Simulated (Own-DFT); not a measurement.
# A layer strained by its substrate: wurtzite AlGaN with randomly placed atoms, 72 atoms (Al27Ga9N36)

Everything here is calculated. The program is Own-DFT (plane waves, in-house, since retired, never reviewed by a person); positions were held fixed, and spin and spin-orbit coupling were off.

Common settings: PBE; PseudoDojo norm-conserving scalar-relativistic files (stringent for Ga); cutoff 96 hartree; 4 x 4 x 3 k mesh centred on Gamma; Gaussian smearing of 0.01 eV.

Keep in mind: forces on such cells passed a denser k mesh, each cell not checked; stress not checked against mesh or cutoff.

Unstrained cell vectors in Å: (9.394, 0.000, 0.000); (-4.697, 8.135, 0.000); (0.000, 0.000, 10.066). The unstrained cell has measured lattice constants (interpolated for alloys), not those of this functional. That, the random moves and any unrelaxed bonds set the pressure at no strain. Each run strains x and y alike by e, as a substrate would, and holds the height along z. All atoms carry random offsets, Gaussian with a width of 0.05 Å per axis. The random placing of the alloy's atoms differs from row to row. Stress is positive in tension.

| e (%) | u (Å) | (s_xx + s_yy)/2 (GPa) | s_zz (GPa) |
|---|---|---|---|
| -2.75 | 0.053 | -26.05 | -10.15 |
| -2.50 | 0.048 | -22.62 | -10.04 |
| -2.00 | 0.050 | -18.56 | -9.78 |
| -0.25 | 0.051 | -7.30 | -7.54 |
| 0.50 | 0.051 | -4.60 | -5.69 |
| 1.00 | 0.051 | ? | ? |
| 1.25 | 0.052 | 0.95 | -6.57 |
| 2.00 | 0.046 | 4.75 | -5.27 |
| 2.25 | 0.047 | 5.09 | -2.85 |
| 2.75 | 0.052 | 6.04 | -1.56 |

## Working it out

With e as a fraction, the in-plane stress is -6.0 + 579 e - 4355 e² GPa (errors 15 and 1122, scatter 0.91), and s_zz is -6.8 + 140 e GPa (slope ± 17, scatter 1.01). At e = 0 the first slope is C11 + C12 and the second 2 C13, both with the ions held to the strained lattice and at the cell's own pressure. The term in e² is negative: the layer stiffens under compression and softens under tension. A free layer would change its height as e changes, and the in-plane slope would drop by 2 C13²/C33 to the biaxial modulus. At fixed height, a misfit of 1 % moves the in-plane stress by about 5.8 GPa and s_zz by 1.4 GPa.

## Test on the hidden row

Q: what are the two stresses at e = 1.00 %?

From the fit: -0.6 and -5.4 GPa. The hidden result is -0.67 and -6.89 GPa.
